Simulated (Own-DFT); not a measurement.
# Stretching a layer in its plane: wurtzite AlN, 72 atoms (Al36N36)

No measurement is shown. These are fixed-geometry runs of a retired plane-wave code named Own-DFT, which no person has reviewed; spin and spin-orbit coupling are neglected.

Settings: PBE; PseudoDojo norm-conserving scalar-relativistic files; cutoff 42 hartree; 3 x 3 x 2 k mesh centred on Gamma; Fermi-Dirac smearing of 0.1 eV.

Keep in mind: forces on such cells moved up to 12 meV/angstrom on a denser k mesh; stress not checked against mesh or cutoff.

Unstrained cell vectors in Å: (9.336, 0.000, 0.000); (-4.668, 8.085, 0.000); (0.000, 0.000, 9.964). The unstrained cell has measured lattice constants (interpolated for alloys), not those of this functional. That, the random moves and any unrelaxed bonds set the pressure at no strain. Each run strains x and y alike by e, as a substrate would, and holds the height along z. Each coordinate of each atom was shifted by a normal deviate of width 0.05 Å. Stress is positive in tension.

```
e (%)  u (Å)  (s_xx + s_yy)/2 (GPa)  s_zz (GPa)
-3.00  0.047                 -24.99      -10.68
-2.75  0.049                 -25.10       -8.82
-2.25  0.049                      ?           ?
-0.75  0.048                 -11.01       -4.08
-0.50  0.048                  -8.92       -6.42
-0.25  0.049                  -8.35       -3.20
 1.25  0.046                   2.18       -5.35
 2.00  0.051                   4.17       -1.09
 2.25  0.053                   5.29       -0.55
 3.00  0.053                   8.43        1.01
```

## Working it out

With e as a fraction, the in-plane stress is -6.1 + 579 e - 2787 e² GPa (errors 15 and 877, scatter 0.92), and s_zz is -4.6 + 167 e GPa (slope ± 26, scatter 1.57). At e = 0 the first slope is C11 + C12 and the second 2 C13, both with the ions held to the strained lattice and at the cell's own pressure. The term in e² is negative: the layer stiffens under compression and softens under tension. A free layer would change its height as e changes, and the in-plane slope would drop by 2 C13²/C33 to the biaxial modulus. At fixed height, a misfit of 1 % moves the in-plane stress by about 5.8 GPa and s_zz by 1.7 GPa.

## Check

Question: what are the two stresses at e = -2.25 %?

The fit gives -20.6 and -8.4 GPa. The hidden result is -21.45 and -7.07 GPa.
